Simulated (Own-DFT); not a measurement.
# Energy and forces against displacement in monoclinic HfO2, 96 atoms (Hf32O64)

These are calculations, not measurements. The program, named Own-DFT, is a retired in-house plane-wave density functional code that no person has reviewed. Each row is one single-point run on a periodic cell that was not relaxed, without spin or spin-orbit coupling.

Settings of every run: PBEsol; PseudoDojo norm-conserving scalar-relativistic files, made for PBE; cutoff 72 hartree; 2 x 2 x 2 k mesh centred on Gamma; Fermi-Dirac smearing of 0.1 eV.

Known limits, some of them of some rows only: some atoms lie very close together; hafnium file: forces about 75 meV/angstrom off all-electron values; oxygen file: force components 24 meV/angstrom off all-electron in a glass; forces on such cells passed a denser k mesh, each cell not checked; stress not checked against mesh or cutoff.

Cell vectors in Å: (10.234, 0.000, 0.000); (0.000, 10.350, 0.000); (-1.696, 0.000, 10.445). In each run every atom was moved at random and independently from its ideal site; u is the rms move along one axis. E is the free energy for each atom above the fitted value at u = 0, and F the rms of the force components.

```
run,u (Å),E (meV/atom),F (eV/Å),largest force (eV/Å),P (GPa)
1,0.0192,8.3,0.418,1.46,-2.40
2,0.0192,8.9,0.424,1.85,-2.54
3,0.0472,?,?,?,?
4,0.0492,59.1,1.070,4.77,-0.56
5,0.0756,121.3,1.489,6.97,2.08
6,0.0819,163.2,1.805,6.98,3.10
7,0.0829,162.9,1.901,13.49,2.93
8,0.1185,422.3,3.530,17.39,12.36
```

## Worked fit

For small independent moves the energy grows as E = (3/2) K u², with K the mean stiffness felt by one atom. The runs with u up to 0.11 Å give K = 15.6 ± 0.5 eV/Å², with residuals divided by u² + 0.0006 Å², since the noise grows with the moves. The scatter is 3.6 meV/atom at u = 0.05 Å. The forces follow F = G u with G = 21.7 eV/Å²; no force at u = 0 is resolved. G exceeds K because the moves of its neighbours add to the force on an atom, and stiffness differs between atoms. The pressure follows P = -2.74 + 849 u² GPa: at fixed volume, shortened bonds push harder than stretched ones pull.

## Withheld run

Question: what energy and rms force should run 3 give?

The fit gives 52 ± 4 meV/atom and about 1.02 eV/Å. The calculation gave 47.5 meV/atom and 0.922 eV/Å.
